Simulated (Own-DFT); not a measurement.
# Misfit strain and the stress it brings: wurtzite AlGaN with randomly placed atoms, 72 atoms (Al27Ga9N36)

No measurement is shown. These are fixed-geometry runs of a retired plane-wave code named Own-DFT, which no person has reviewed; spin and spin-orbit coupling are neglected.

Settings: PBEsol; PseudoDojo norm-conserving scalar-relativistic files, made for PBE; cutoff 42 hartree; 4 x 4 x 3 k mesh centred on Gamma; Fermi-Dirac smearing of 0.1 eV.

Limits: forces on such cells passed a denser k mesh, each cell not checked; stress not checked against mesh or cutoff.

Unstrained cell vectors in Å: (9.394, 0.000, 0.000); (-4.697, 8.135, 0.000); (0.000, 0.000, 10.066). The unstrained cell has measured lattice constants (interpolated for alloys), not those of this functional. That, the random moves and any unrelaxed bonds set the pressure at no strain. Each run strains x and y alike by e, as a substrate would, and holds the height along z. Each coordinate of each atom was shifted by a normal deviate of width 0.05 Å. The random placing of the alloy's atoms differs from row to row. Stress is positive in tension.

```
e (%)  u (Å)  (s_xx + s_yy)/2 (GPa)  s_zz (GPa)
-2.25  0.051                 -18.90       -6.01
-2.25  0.050                 -18.51       -5.75
-0.25  0.047                  -4.13       -4.38
-0.25  0.053                  -6.51       -2.38
 1.25  0.047                      ?           ?
 1.75  0.047                   6.24       -2.46
 2.50  0.051                   9.05       -1.44
 2.50  0.051                   9.58       -1.02
 2.75  0.051                  10.13       -0.24
 2.75  0.052                  10.21        0.26
 3.00  0.049                  11.04        0.14
```

## Analysis

With e as a fraction, the in-plane stress is -3.6 + 597 e - 3379 e² GPa (errors 13 and 901, scatter 0.70), and s_zz is -3.4 + 107 e GPa (slope ± 12, scatter 0.74). At e = 0 the first slope is C11 + C12 and the second 2 C13, both with the ions held to the strained lattice and at the cell's own pressure. The term in e² is negative: the layer stiffens under compression and softens under tension. A free layer would change its height as e changes, and the in-plane slope would drop by 2 C13²/C33 to the biaxial modulus. At fixed height, a misfit of 1 % moves the in-plane stress by about 6.0 GPa and s_zz by 1.1 GPa.

## The run left out

Question: what are the two stresses at e = 1.25 %?

Estimate: 3.3 and -2.1 GPa. DFT gave 4.18 and -3.13 GPa.
